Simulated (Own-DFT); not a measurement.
# Which defects push the lattice out? wurtzite GaN

The numbers are computed, not measured, by runs of the plane-wave DFT program Own-DFT (in-house, retired, unreviewed) at fixed positions, with no spin and no spin-orbit coupling.

All runs used: PBE; PseudoDojo norm-conserving scalar-relativistic files; cutoff 42 hartree; 4 x 4 x 3 k mesh centred on Gamma; Fermi-Dirac smearing of 0.1 eV.

Caveats (not all hold for every row): not probed for a lower state with spin; forces not confirmed at this smearing and k mesh; stress not checked against mesh or cutoff.

All runs share one cell, with vectors in Å (9.567, 0.000, 0.000); (-4.784, 8.285, 0.000); (0.000, 0.000, 10.370) and a volume of 822.0 Å³. Atoms were moved at random from their sites; u is the rms move along one axis. The defect's site can differ from row to row.

```
cell,formula,u (Å),P (GPa)
no defect,Ga36N36,0.0208,5.92
no defect,Ga36N36,0.0210,5.99
no defect,Ga36N36,0.0484,7.50
one Ga on an N site,Ga37N35,0.0311,11.94
one Ga on an N site,Ga37N35,0.0474,12.56
one Ga on an N site,Ga37N35,0.0478,12.92
one N on a Ga site,Ga35N37,0.0290,5.62
one N on a Ga site,Ga35N37,0.0332,5.69
one N on a Ga site,Ga35N37,0.0495,6.51
one N on a Ga site,Ga35N37,0.0528,?
```

## Worked fit

P = P0 + c u² + a shift for each defect gives P0 = 5.72 GPa, c = 697 ± 69 GPa/Å² and a scatter of 0.16 GPa. The shifts, and each times the cell's volume:

- one Ga on an N site: 5.48 ± 0.14 GPa, 28.1 eV
- one N on a Ga site: -0.80 ± 0.13 GPa, -4.1 eV

A positive shift means that the defect pushes the cell outwards. Shift times volume (160.2 GPa Å³ is 1 eV) depends little on the cell's size, so, taken for each site, it can be compared between cells at like pressure. The atoms around the defects weren't relaxed, which would change these numbers.

## Test on the hidden row

Asked: what pressure belongs in the blank (one N on a Ga site, u = 0.0528 Å)?

The fit gives 6.86 ± 0.20 GPa. The calculation gave 6.98 GPa.
